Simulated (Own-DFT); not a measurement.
# What a change of functional does to the pressure

Source: density functional calculations with Own-DFT, an unreviewed in-house program that is no longer used. Nothing was measured or relaxed, and spin and spin-orbit coupling are left out.

Keep in mind (not all hold for every row): forces on such cells failed a check on a denser k mesh; forces on such cells moved up to 12 meV/angstrom on a denser k mesh; forces on such cells passed a denser k mesh, each cell not checked; stress not checked against mesh or cutoff.

Each cell was run twice at the same cutoff, k mesh and smearing, with PBE and with PBEsol, on PseudoDojo norm-conserving files made for PBE. Atoms were moved at random from their sites; u is the rms move along one axis. Files made for PBEsol would give a somewhat different change.

| cell | atoms | volume (Å³/atom) | u (Å) | cutoff (hartree) | P with PBE (GPa) | P with PBEsol (GPa) | change (GPa) |
|---|---|---|---|---|---|---|---|
| C11b WSi2 with one Si vacancy (Si19W10) | 29 | 13.90 | 0.031 | 50 | 3.58 | -0.41 | -3.99 |
| C11b WSi2 with one Si vacancy (Si19W10) | 29 | 13.90 | 0.048 | 50 | 4.31 | 0.32 | -3.99 |
| C11b WSi2 with one Si vacancy (Si19W10) | 29 | 13.90 | 0.080 | 50 | 6.46 | 2.46 | -4.00 |
| D0_22 TiAl3 with two Ti on an Al site each (Al28Ti12) | 40 | 15.63 | 0.071 | 42 | 4.54 | 2.44 | -2.11 |
| D0_22 TiAl3 with two Ti on an Al site each (Al28Ti12) | 40 | 15.63 | 0.026 | 42 | 3.31 | 1.19 | -2.12 |
| D0_22 TiAl3 with two Ti on an Al site each (Al28Ti12) | 40 | 15.63 | 0.046 | 42 | 3.48 | 1.37 | -2.12 |
| L1_0 TiAl (Al16Ti16) | 32 | 16.32 | 0.044 | 42 | -0.14 | -2.92 | -2.78 |
| L1_0 TiAl (Al16Ti16) | 32 | 16.06 | 0.129 | 42 | 5.47 | 2.61 | -2.85 |
| L1_0 TiAl (Al16Ti16) | 32 | 16.06 | 0.104 | 42 | 4.18 | 1.34 | -2.84 |
| beta-Si3N4 (N24Si18) | 42 | 10.41 | 0.049 | 42 | 8.53 | 6.12 | -2.41 |
| beta-Si3N4 (N64Si48) | 112 | 10.30 | 0.052 | 42 | 10.67 | 8.23 | -2.44 |
| beta-Si3N4 (N24Si18) | 42 | 10.31 | 0.049 | 42 | 9.94 | ? | ? |

## Worked reading

Mean change of pressure by composition, in GPa: Si19W10, -3.99; AlTi, -2.82; N4Si3, -2.42; Al7Ti3, -2.11. At a fixed cell PBEsol gives the lower pressure, because it favours a smaller volume than PBE. Here the change varies more between materials than between cells of one material.

## Withheld value

Question: what PBEsol pressure should the N24Si18 cell with the blank give?

Adding the mean change of the cells with its composition, -2.42 GPa, to 9.94 gives 7.5 GPa. Computed: 7.52 GPa.
